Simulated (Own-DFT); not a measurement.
Simulation results for GaP (zincblende, strained, atoms displaced)

A calculation, not a measurement: plane-wave PBE density functional theory by an unreviewed code, no spin, of a simulated periodic cell, stress positive in tension, free energy of the whole cell less one offset for each atom, forces on such cells passed a denser k mesh, this cell's mesh not checked; offsets are fitted by least squares, one for each functional and potential file, so energies compare only between cells with the same atoms and settings and are not formation energies; the far tail of each file's local potential was reset to the Coulomb form; each entry is a single point on an unrelaxed cell, so the pressure reflects the starting lattice, mostly measured values (interpolated for alloys), from which strain is counted, and rises with the displacements; printed positions are rounded, which can move forces by about a meV/angstrom; the program, named Own-DFT, is a retired in-house code; no spin-orbit coupling. Program: Own-DFT development build.

Settings shared by all entries: functional PBE; potential files PseudoDojo norm-conserving, scalar-relativistic, standard set; wave cutoff 42 hartree; occupations Fermi-Dirac; smearing width 0.1 eV; hardware one NVIDIA H100; k mesh 3 x 3 x 3 centred on Gamma.

(1) GaP (zincblende, strained, atoms displaced)

```
cell vectors (Å)
  10.8620     0.0000     0.0000
   0.0000    10.8620     0.0000
   0.0000     0.0000    10.9361
atoms (fractions of the cell vectors)
Ga  0.00462  0.99852  0.00076
Ga  0.00028  0.24999  0.25003
Ga  0.24596  0.00051  0.24556
Ga  0.25393  0.25298  0.00337
P   0.12372  0.12354  0.12106
P   0.12477  0.38004  0.37557
P   0.37558  0.12589  0.37597
P   0.37605  0.37384  0.12261
Ga  0.00078  0.00027  0.50020
Ga  0.00295  0.24683  0.75083
Ga  0.24853  0.00203  0.75435
Ga  0.24901  0.24712  0.49939
P   0.12571  0.12558  0.62302
P   0.12750  0.37488  0.87586
P   0.37030  0.12836  0.87618
P   0.37523  0.37117  0.62007
Ga  0.99963  0.50242  0.99631
Ga  0.00515  0.74797  0.24352
Ga  0.24869  0.49511  0.25365
Ga  0.24936  0.75082  0.00321
P   0.12252  0.62477  0.12481
P   0.12490  0.87187  0.37340
P   0.37547  0.62570  0.37540
P   0.37064  0.86743  0.12589
Ga  0.00242  0.50110  0.49992
Ga  0.99797  0.75117  0.74796
Ga  0.24579  0.49828  0.74777
Ga  0.24930  0.75089  0.50419
P   0.12826  0.61946  0.61896
P   0.12123  0.87344  0.87255
P   0.37741  0.62803  0.87539
P   0.37221  0.87589  0.62523
Ga  0.50822  0.99853  0.00035
Ga  0.49839  0.25195  0.24773
Ga  0.75021  0.00082  0.24911
Ga  0.75402  0.25165  0.00038
P   0.62419  0.11862  0.12408
P   0.62109  0.37835  0.37493
P   0.87773  0.12467  0.37335
P   0.87015  0.37323  0.12187
Ga  0.50021  0.00013  0.49854
Ga  0.49556  0.25118  0.74784
Ga  0.75198  0.99623  0.75197
Ga  0.75422  0.24774  0.50085
P   0.62905  0.12555  0.62225
P   0.62568  0.37211  0.87454
P   0.87008  0.12285  0.88013
P   0.87245  0.37124  0.62746
Ga  0.50148  0.49713  0.99629
Ga  0.50222  0.75167  0.25050
Ga  0.75130  0.50449  0.25175
Ga  0.74910  0.75170  0.00097
P   0.62208  0.62326  0.12263
P   0.62136  0.87456  0.37470
P   0.87683  0.62432  0.37750
P   0.87396  0.87036  0.12279
Ga  0.50103  0.50502  0.50344
Ga  0.49511  0.75173  0.75414
Ga  0.75029  0.49735  0.75119
Ga  0.75053  0.75621  0.49756
P   0.62331  0.62494  0.62158
P   0.62600  0.87372  0.87336
P   0.87421  0.62519  0.87775
P   0.88181  0.87741  0.62198
```

Results for GaP (zincblende, strained, atoms displaced): free energy of cell above offsets -34.951 eV; pressure 3.22 GPa; stress xx -3.35 GPa; stress yy -3.4 GPa; stress zz -2.92 GPa; stress yz -0.43 GPa; stress xz -0.45 GPa; stress xy -0.41 GPa; wall time 520.9 s.

Force:
| element | x (eV/Å) | y (eV/Å) | z (eV/Å) |
| --- | --- | --- | --- |
| Ga | -0.866 | -0.181 | -0.23 |
| Ga | 0.037 | 0.265 | -0.278 |
| Ga | 0.473 | -0.149 | 0.486 |
| Ga | -0.587 | -0.273 | -0.271 |
| P | 0.224 | 0.592 | 0.372 |
| P | -0.214 | -1.141 | 0.07 |
| P | -0.283 | -0.242 | -0.583 |
| P | -0.021 | 0.538 | 0.393 |
| Ga | 0.419 | 0.106 | -0.543 |
| Ga | -0.465 | 0.036 | 0.259 |
| Ga | -0.042 | -0.147 | -0.376 |
| Ga | 0.004 | 0.321 | -0.283 |
| P | -0.061 | -0.264 | 0.27 |
| P | -0.301 | -0.095 | 0.072 |
| P | 0.86 | -0.49 | 0.15 |
| P | -0.213 | 0.655 | 0.342 |
| Ga | -0.005 | -0.479 | 0.375 |
| Ga | -0.805 | 0.169 | 0.814 |
| Ga | 0.483 | 0.763 | -0.573 |
| Ga | -0.339 | -0.423 | -0.649 |
| P | 0.711 | -0.731 | -0.275 |
| P | -0.019 | 0.329 | 0.115 |
| P | -0.131 | 0.049 | 0.006 |
| P | 0.787 | 1.203 | -0.001 |
| Ga | -0.786 | -0.429 | 0.193 |
| Ga | 0.254 | -0.76 | -0.134 |
| Ga | 0.885 | -0.022 | 0.108 |
| Ga | 0.198 | -0.1 | -0.683 |
| P | -0.489 | 0.777 | 0.904 |
| P | 0.52 | -0.045 | 0.241 |
| P | -0.825 | -0.711 | 0.107 |
| P | 0.227 | 0.323 | 0.301 |
| Ga | -1.371 | -0.312 | -0.268 |
| Ga | 0.337 | -0.338 | 0.237 |
| Ga | 0.142 | -0.411 | 0.124 |
| Ga | -0.951 | -0.508 | -0.009 |
| P | 0.344 | 1.181 | 0.301 |
| P | 0.585 | -0.329 | 0.057 |
| P | -0.179 | -0.092 | 0.087 |
| P | 0.85 | 0.677 | 0.649 |
| Ga | -0.075 | 0.119 | 0.347 |
| Ga | 0.434 | -0.346 | 0.014 |
| Ga | -0.022 | 0.343 | -0.44 |
| Ga | -0.472 | 0.374 | -0.584 |
| P | -0.436 | -0.388 | 0.52 |
| P | -0.145 | -0.096 | -0.117 |
| P | 0.936 | -0.098 | -0.506 |
| P | 0.779 | 0.382 | -0.139 |
| Ga | -0.111 | 0.198 | 0.034 |
| Ga | -0.39 | -0.584 | -0.168 |
| Ga | -0.291 | -0.381 | -0.116 |
| Ga | -0.261 | -0.459 | -0.118 |
| P | 0.305 | 0.232 | 0.203 |
| P | 0.53 | 0.39 | -0.148 |
| P | 0.088 | 0.507 | -0.348 |
| P | 0.335 | 0.633 | 0.401 |
| Ga | -0.455 | -0.549 | -0.546 |
| Ga | 0.511 | -0.042 | -0.782 |
| Ga | -0.198 | 0.395 | -0.165 |
| Ga | 0.045 | -0.517 | 0.223 |
| P | 0.589 | 0.675 | 0.944 |
| P | -0.013 | -0.11 | -0.043 |
| P | -0.184 | 0.212 | -0.667 |
| P | -0.888 | -0.204 | 0.324 |

(2) GaP (zincblende, strained, atoms displaced)

```
cell vectors (Å)
  10.8620     0.0000     0.0000
   0.0000    10.8620     0.0000
   0.0000     0.0000    10.9361
atoms (fractions of the cell vectors)
Ga  0.00092  0.00196  0.00963
Ga  0.00181  0.24844  0.24722
Ga  0.24926  0.00327  0.25126
Ga  0.25217  0.25099  0.99535
P   0.12160  0.12385  0.12493
P   0.12354  0.37601  0.37606
P   0.37495  0.11983  0.37353
P   0.37227  0.37993  0.12299
Ga  0.99688  0.99972  0.49733
Ga  0.99702  0.24793  0.74856
Ga  0.25297  0.99934  0.74765
Ga  0.25135  0.25250  0.50294
P   0.12361  0.12364  0.62640
P   0.12686  0.38018  0.87719
P   0.37970  0.12153  0.87615
P   0.37305  0.37600  0.62590
Ga  0.99681  0.50091  0.99862
Ga  0.99783  0.75065  0.24810
Ga  0.25006  0.49797  0.24906
Ga  0.24851  0.75260  0.99877
P   0.12547  0.62325  0.12328
P   0.12072  0.87622  0.37388
P   0.37523  0.62712  0.37380
P   0.37251  0.87615  0.12839
Ga  0.00073  0.50421  0.49930
Ga  0.99979  0.74937  0.74997
Ga  0.25097  0.50190  0.75095
Ga  0.24722  0.75004  0.49923
P   0.12842  0.62699  0.62359
P   0.12535  0.87210  0.87268
P   0.37430  0.62729  0.87421
P   0.37425  0.87323  0.62270
Ga  0.49819  0.00124  0.00367
Ga  0.50403  0.24948  0.24333
Ga  0.74646  0.99585  0.24768
Ga  0.75632  0.25275  0.99610
P   0.62720  0.12402  0.12662
P   0.62171  0.37206  0.37224
P   0.87404  0.12766  0.37841
P   0.87595  0.37471  0.12690
Ga  0.49870  0.00226  0.49635
Ga  0.49878  0.25069  0.75277
Ga  0.74945  0.99552  0.74765
Ga  0.74915  0.24977  0.50366
P   0.62286  0.12298  0.62748
P   0.62766  0.37258  0.87507
P   0.87530  0.12683  0.87131
P   0.87889  0.37581  0.62231
Ga  0.50171  0.50553  0.00356
Ga  0.50008  0.75124  0.24550
Ga  0.75013  0.50098  0.24717
Ga  0.75027  0.74955  0.99816
P   0.62329  0.62398  0.13128
P   0.62379  0.87926  0.37036
P   0.87889  0.62200  0.37590
P   0.87046  0.87367  0.12090
Ga  0.49806  0.49840  0.49567
Ga  0.49945  0.75180  0.75119
Ga  0.74775  0.50447  0.75264
Ga  0.75064  0.75284  0.50456
P   0.62738  0.62437  0.62124
P   0.62333  0.87367  0.87784
P   0.87716  0.62582  0.87250
P   0.86998  0.87024  0.62448
```

It finds free energy of cell above offsets -35.125 eV; pressure 3.19 GPa; stress xx -3.37 GPa; stress yy -3.36 GPa; stress zz -2.82 GPa; stress yz -0.08 GPa; stress xz -0.34 GPa; stress xy 0.06 GPa; wall time 513.1 s.

Force:
| element | x (eV/Å) | y (eV/Å) | z (eV/Å) |
| --- | --- | --- | --- |
| Ga | -0.409 | -0.509 | -1.467 |
| Ga | -0.239 | 0.196 | 0.696 |
| Ga | -0.372 | -0.403 | 0.004 |
| Ga | -0.152 | -0.115 | 0.282 |
| P | 1.064 | 0.575 | 0.052 |
| P | 0.252 | -0.195 | -0.152 |
| P | -0.037 | 1.325 | -0.033 |
| P | 0.488 | -0.743 | -0.045 |
| Ga | 0.013 | -0.017 | 0.453 |
| Ga | 0.628 | 0.569 | 0.083 |
| Ga | -0.232 | -0.05 | 0.164 |
| Ga | -0.282 | -0.507 | -0.426 |
| P | 0.163 | -0.025 | -0.216 |
| P | -0.451 | -0.629 | -0.512 |
| P | -0.604 | 0.29 | -0.171 |
| P | 0.431 | 0.06 | 0.159 |
| Ga | 0.267 | -0.031 | 0.28 |
| Ga | 0.12 | -0.206 | -0.106 |
| Ga | -0.222 | 0.339 | 0.36 |
| Ga | 0.095 | -0.261 | 0.196 |
| P | -0.159 | 0.302 | 0.097 |
| P | 0.282 | -0.1 | -0.079 |
| P | -0.167 | -0.04 | -0.135 |
| P | -0.103 | 0.012 | -0.471 |
| Ga | 0.331 | -0.417 | 0.248 |
| Ga | 0.175 | 0.056 | -0.334 |
| Ga | -0.08 | 0.03 | -0.061 |
| Ga | 0.215 | 0.234 | -0.35 |
| P | -0.444 | -0.228 | 0.301 |
| P | -0.246 | 0.815 | 0.32 |
| P | 0.288 | -0.046 | 0.245 |
| P | 0.271 | 0.188 | -0.105 |
| Ga | 0.357 | -0.308 | 0.176 |
| Ga | -0.822 | 0.041 | 0.339 |
| Ga | 0.707 | 0.62 | 0.267 |
| Ga | -0.379 | -0.384 | 0.416 |
| P | 0.272 | 0.235 | -0.837 |
| P | 0.515 | 0.182 | 0.207 |
| P | -0.22 | -0.321 | -0.75 |
| P | -0.01 | 0.107 | -0.315 |
| Ga | 0.163 | -0.385 | 0.419 |
| Ga | 0.122 | -0.004 | -0.27 |
| Ga | -0.163 | 0.266 | 0.435 |
| Ga | -0.189 | 0.171 | -0.117 |
| P | -0.004 | 0.158 | -0.179 |
| P | -0.413 | 0.669 | 0.227 |
| P | 0.06 | -0.804 | 0.453 |
| P | -0.539 | 0.326 | 0.413 |
| Ga | -0.134 | -0.457 | -0.597 |
| Ga | -0.212 | 0.157 | 0.699 |
| Ga | 0.109 | -0.355 | 0.763 |
| Ga | -0.303 | -0.432 | 0.012 |
| P | 0.546 | 0.415 | -0.846 |
| P | -0.029 | -0.841 | 0.709 |
| P | -0.812 | 0.697 | -0.269 |
| P | 0.337 | 0.054 | 0.494 |
| Ga | 0.125 | 0.115 | 0.218 |
| Ga | 0.142 | -0.264 | -0.38 |
| Ga | 0.317 | -0.565 | -0.502 |
| Ga | -0.428 | -0.528 | -1.3 |
| P | -0.684 | 0.004 | 0.321 |
| P | 0.001 | 0.262 | -0.107 |
| P | -0.353 | -0.026 | 0.324 |
| P | 1.036 | 0.724 | 0.299 |

(3) GaP (zincblende, strained, atoms displaced)

```
cell vectors (Å)
  10.8620     0.0000     0.0000
   0.0000    10.8620     0.0000
   0.0000     0.0000    10.9361
atoms (fractions of the cell vectors)
Ga  0.00160  0.00532  0.99607
Ga  0.00021  0.24727  0.24932
Ga  0.24879  0.00261  0.24714
Ga  0.24937  0.24591  0.00260
P   0.12922  0.12281  0.12627
P   0.12862  0.37205  0.37337
P   0.37465  0.12802  0.37612
P   0.37678  0.38032  0.12926
Ga  0.99840  0.00065  0.50246
Ga  0.00138  0.24574  0.74892
Ga  0.24449  0.00253  0.75267
Ga  0.24901  0.24515  0.50075
P   0.12112  0.12476  0.62358
P   0.12315  0.37519  0.87457
P   0.38052  0.12502  0.87981
P   0.37491  0.36845  0.62063
Ga  0.00208  0.50219  0.99794
Ga  0.00011  0.74325  0.25339
Ga  0.24975  0.50295  0.24915
Ga  0.25203  0.74964  0.00026
P   0.12495  0.62373  0.12863
P   0.12042  0.87742  0.37602
P   0.37376  0.62520  0.37506
P   0.37440  0.87581  0.12387
Ga  0.99882  0.50112  0.50361
Ga  0.99365  0.75207  0.75007
Ga  0.24785  0.49792  0.74751
Ga  0.25105  0.74726  0.50028
P   0.12450  0.62560  0.62624
P   0.12512  0.87368  0.87147
P   0.37715  0.62955  0.87690
P   0.37639  0.87560  0.62505
Ga  0.49988  0.99408  0.99955
Ga  0.50157  0.25121  0.25266
Ga  0.75190  0.00536  0.24832
Ga  0.74833  0.24746  0.00225
P   0.62725  0.12402  0.12580
P   0.62106  0.37835  0.37020
P   0.87604  0.12867  0.37648
P   0.87085  0.37511  0.12402
Ga  0.50523  0.99753  0.49960
Ga  0.50291  0.25249  0.75067
Ga  0.74866  0.99778  0.75333
Ga  0.74576  0.25280  0.50110
P   0.61923  0.12306  0.62935
P   0.62645  0.37573  0.87706
P   0.87144  0.12593  0.87316
P   0.87687  0.37683  0.62570
Ga  0.50452  0.49821  0.00381
Ga  0.49906  0.75262  0.25067
Ga  0.75000  0.49992  0.25099
Ga  0.74679  0.74878  0.99903
P   0.62003  0.62533  0.12297
P   0.62193  0.87145  0.37425
P   0.88073  0.62331  0.37602
P   0.87677  0.87489  0.12654
Ga  0.49667  0.49884  0.50182
Ga  0.50272  0.75166  0.74814
Ga  0.75457  0.49853  0.75002
Ga  0.74801  0.75166  0.49947
P   0.62544  0.62566  0.62751
P   0.62620  0.87951  0.87610
P   0.87147  0.62658  0.87066
P   0.87922  0.87328  0.62069
```

It finds free energy of cell above offsets -35.085 eV; pressure 3.18 GPa; stress xx -3.32 GPa; stress yy -3.36 GPa; stress zz -2.87 GPa; stress yz 0.02 GPa; stress xz 0.24 GPa; stress xy -0.14 GPa; wall time 510.3 s.

Force:
| element | x (eV/Å) | y (eV/Å) | z (eV/Å) |
| --- | --- | --- | --- |
| Ga | -0.098 | -0.605 | 0.241 |
| Ga | 0.084 | 0.458 | -0.147 |
| Ga | 0.389 | -0.514 | 0.782 |
| Ga | 0.468 | 0.789 | -0.096 |
| P | -0.873 | 0.358 | -0.35 |
| P | -0.454 | 0.339 | 0.27 |
| P | 0.316 | -0.758 | -0.161 |
| P | -0.197 | -0.739 | -0.471 |
| Ga | -0.01 | 0.123 | -0.545 |
| Ga | -0.355 | 0.554 | 0.196 |
| Ga | 0.861 | 0.007 | -0.249 |
| Ga | -0.171 | 0.243 | -0.229 |
| P | 0.451 | -0.128 | 0.189 |
| P | 0.308 | -0.422 | 0.081 |
| P | -0.588 | 0.079 | -0.516 |
| P | -0.145 | 0.484 | 0.68 |
| Ga | -0.492 | -0.047 | 0.164 |
| Ga | 0.088 | 0.944 | -0.333 |
| Ga | 0.089 | -0.356 | 0.385 |
| Ga | -0.409 | 0.02 | 0.044 |
| P | 0.04 | 0.282 | -0.683 |
| P | 0.636 | -0.284 | -0.136 |
| P | 0.162 | 0.049 | -0.024 |
| P | -0.115 | -0.078 | 0.33 |
| Ga | 0.66 | -0.369 | -0.379 |
| Ga | 0.682 | -0.256 | -0.094 |
| Ga | 0.553 | 0.156 | 0.224 |
| Ga | -0.216 | 0.558 | 0.012 |
| P | -0.14 | 0.103 | 0.078 |
| P | -0.301 | -0.03 | 0.553 |
| P | 0.085 | -0.861 | -0.355 |
| P | -0.346 | 0.188 | 0.034 |
| Ga | 0.162 | 0.62 | 0.375 |
| Ga | -0.334 | -0.201 | -0.482 |
| Ga | 0.123 | -0.676 | 0.43 |
| Ga | 0.074 | 0.24 | -0.225 |
| P | -0.776 | -0.013 | -0.081 |
| P | 0.44 | -0.007 | 0.886 |
| P | -0.334 | -0.228 | 0.235 |
| P | 0.648 | 0.003 | -0.045 |
| Ga | -0.794 | 0.174 | -0.049 |
| Ga | -0.411 | -0.02 | 0.297 |
| Ga | 0.376 | 0.131 | -0.756 |
| Ga | -0.043 | -0.026 | 0.024 |
| P | 0.937 | 0.109 | -0.391 |
| P | 0.162 | -0.035 | -0.215 |
| P | 0.304 | 0.055 | 0.126 |
| P | -0.194 | -0.564 | -0.05 |
| Ga | -0.746 | 0.095 | -0.582 |
| Ga | -0.335 | -0.416 | -0.222 |
| Ga | 0.031 | 0.405 | -0.188 |
| Ga | 0.266 | 0.287 | 0.256 |
| P | 0.773 | 0.282 | 0.658 |
| P | 0.796 | 0.667 | -0.228 |
| P | -1.121 | -0.099 | 0.22 |
| P | 0.031 | -0.115 | -0.269 |
| Ga | 0.234 | 0.237 | -0.147 |
| Ga | -0.233 | 0.185 | 0.338 |
| Ga | -0.571 | -0.03 | -0.068 |
| Ga | 0.268 | -0.423 | -0.115 |
| P | 0.117 | -0.397 | -0.307 |
| P | -0.119 | -0.874 | -0.122 |
| P | 0.345 | -0.019 | 0.742 |
| P | -1.038 | 0.367 | 0.46 |
